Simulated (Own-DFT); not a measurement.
# Computed records: Al2GaN3 (wurtzite random alloy, atoms displaced)

A calculation, not a measurement: plane-wave PBE density functional theory by an unreviewed code, no spin, of a simulated periodic cell, stress positive in tension, free energy of the whole cell less one offset for each atom, forces on such cells passed a denser k mesh, this cell's mesh not checked; offsets are fitted by least squares, one for each functional and potential file, so energies compare only between cells with the same atoms and settings and are not formation energies; the far tail of each file's local potential was reset to the Coulomb form; each entry is a single point on an unrelaxed cell, so the pressure reflects the starting lattice, mostly measured values, from which strain is counted, and rises with the displacements; printed positions are rounded, which can move forces by about a meV/angstrom; the program is a retired in-house code; no spin-orbit coupling. Program: Own-DFT development build.

### Al2GaN3 (wurtzite random alloy, atoms displaced)

```
cell vectors (Å)
   9.4130     0.0000     0.0000
  -4.7065     8.1519     0.0000
   0.0000     0.0000    10.0993
atoms (fractions of the cell vectors)
Ga  0.11751  0.22630  0.98309
Al  0.21269  0.11362  0.24509
N   0.12763  0.21959  0.21007
N   0.21895  0.11011  0.44427
Al  0.10376  0.22430  0.49906
Al  0.22068  0.11951  0.75192
N   0.09235  0.21370  0.70397
N   0.22368  0.10203  0.94343
Al  0.10213  0.55241  0.99677
Al  0.21894  0.44341  0.25542
N   0.11755  0.56919  0.18526
N   0.22225  0.43481  0.42458
Al  0.11067  0.56794  0.50844
Al  0.20414  0.44003  0.75255
N   0.12272  0.55263  0.69469
N   0.21919  0.42683  0.92953
Al  0.09318  0.87337  0.01347
Al  0.23571  0.78946  0.24978
N   0.10085  0.86884  0.18639
N   0.24229  0.78352  0.44463
Al  0.11537  0.88376  0.49882
Ga  0.21796  0.77600  0.75233
N   0.09746  0.87928  0.68482
N   0.23621  0.77467  0.93092
Ga  0.44423  0.21924  0.00928
Al  0.56231  0.11006  0.24728
N   0.44411  0.22172  0.18589
N   0.56405  0.12542  0.43583
Al  0.44659  0.21034  0.49879
Al  0.55516  0.12051  0.74741
N   0.43904  0.22558  0.68078
N   0.54997  0.11914  0.95168
Al  0.43472  0.54970  0.01181
Ga  0.55806  0.44582  0.25933
N   0.45777  0.55831  0.19427
N   0.56755  0.43955  0.43960
Al  0.44714  0.55585  0.51631
Ga  0.57071  0.44863  0.74926
N   0.44186  0.56313  0.69308
N   0.56440  0.43683  0.95082
Ga  0.46128  0.89870  0.00477
Al  0.53866  0.76652  0.25351
N   0.46155  0.88254  0.18595
N   0.55729  0.78627  0.43715
Al  0.44214  0.87968  0.50788
Al  0.55672  0.77790  0.74340
N   0.44958  0.88846  0.69415
N   0.54423  0.77421  0.94630
Al  0.76888  0.21106  0.00175
Ga  0.88558  0.10755  0.24833
N   0.77030  0.22286  0.18882
N   0.88057  0.10334  0.44726
Al  0.77178  0.21083  0.51267
Al  0.87955  0.10079  0.74600
N   0.78641  0.22398  0.69631
N   0.89376  0.12891  0.93595
Al  0.78540  0.56555  0.99221
Al  0.89404  0.45177  0.25792
N   0.78955  0.55929  0.19066
N   0.89997  0.44836  0.42807
Ga  0.75737  0.54780  0.50810
Ga  0.91156  0.45126  0.75883
N   0.77819  0.55866  0.69917
N   0.89072  0.45431  0.93689
Ga  0.77866  0.89234  0.00225
Al  0.88514  0.77846  0.24773
N   0.79213  0.89989  0.18470
N   0.88791  0.77148  0.44129
Ga  0.77469  0.88063  0.50022
Ga  0.89337  0.78106  0.73873
N   0.78630  0.89234  0.69210
N   0.88702  0.77897  0.92449
```

- functional: PBE
- potential files: PseudoDojo norm-conserving, scalar-relativistic, standard set
- wave cutoff: 42 hartree
- occupations: Fermi-Dirac
- smearing width: 0.05 eV
- k mesh: 4 x 4 x 3 centred on Gamma
- free energy of cell above offsets: -5.420 eV
- pressure: 9.95 GPa
- stress xx: -10.2 GPa
- stress yy: -7.71 GPa
- stress zz: -11.95 GPa
- stress yz: 0.1 GPa
- stress xz: -1.25 GPa
- stress xy: 1.01 GPa

Force:
```
element  x (eV/Å)  y (eV/Å)  z (eV/Å)
     Ga     0.212    -3.879     2.767
     Al     6.768    -3.769     2.317
      N    -7.071     4.034    -3.459
      N     0.539    -0.578    -0.332
     Al     0.892    -0.861     0.086
     Al     0.395    -1.404    -0.107
      N     2.071     1.618     -2.26
      N    -0.888    -1.104    -0.909
     Al     1.808     1.002     0.729
     Al     0.279     0.295    -3.156
      N     0.977    -1.386       0.4
      N    -0.122     1.753     5.808
     Al     0.943    -1.868    -1.955
     Al     4.745    -1.683     0.032
      N    -2.246      1.91    -2.815
      N    -0.518     5.558     1.349
     Al     1.603     1.138    -4.076
     Al     0.084    -1.167    -0.263
      N     0.452     2.211     2.516
      N    -2.839    -0.841    -1.099
     Al    -1.025     0.916    -0.333
     Ga     0.346     1.426    -0.558
      N     3.783     2.744    -1.075
      N    -2.181     -0.54     3.209
     Ga    -1.868      0.97    -1.246
     Al    -1.445     0.067     0.528
      N    -0.108    -1.415     4.102
      N     1.147    -2.559       0.5
     Al    -2.449     1.227    -0.767
     Al     0.266    -0.736     1.128
      N     0.672    -0.816     1.269
      N     3.441    -1.098    -3.308
     Al     1.453     0.156    -1.922
     Ga     1.454    -0.647    -2.167
      N    -2.634    -0.408    -0.306
      N    -5.383    -2.186     1.134
     Al    -0.544     -0.77    -3.522
     Ga    -3.373     -1.43     2.425
      N      0.07    -1.337     0.483
      N    -1.954     2.144    -1.314
     Ga    -2.339    -0.501    -1.527
     Al      3.46     0.275      0.48
      N    -3.727     2.073       2.1
      N    -0.257    -2.204     0.672
     Al     1.464     2.602     0.046
     Al     0.397     0.452     2.345
      N    -0.297     1.508    -0.829
      N      2.85    -1.427    -1.963
     Al    -0.348     2.311     0.147
     Ga     0.208     2.109     1.067
      N     1.681     1.112    -0.401
      N       0.1     1.269    -0.207
     Al     0.411     1.681    -2.076
     Al     -0.24     0.874     1.573
      N    -1.982    -0.381    -0.418
      N    -0.597    -2.099     -0.13
     Al    -0.677    -0.902     1.545
     Al     0.136    -0.302    -3.372
      N    -0.964     0.408     -0.93
      N     0.012    -0.545     5.098
     Ga     5.521     2.266     0.416
     Ga    -2.761    -1.104    -1.431
      N      2.75    -0.397    -1.784
      N     0.439    -1.315     2.045
     Ga    -0.246    -0.155    -1.749
     Al     0.468    -0.992     0.942
      N    -0.749     -2.74     1.435
      N     0.685     0.436    -0.772
     Ga     0.576     0.688    -0.084
     Ga    -1.428    -0.744     1.476
      N    -2.772    -1.099    -0.349
      N     0.473     0.157     2.805
```
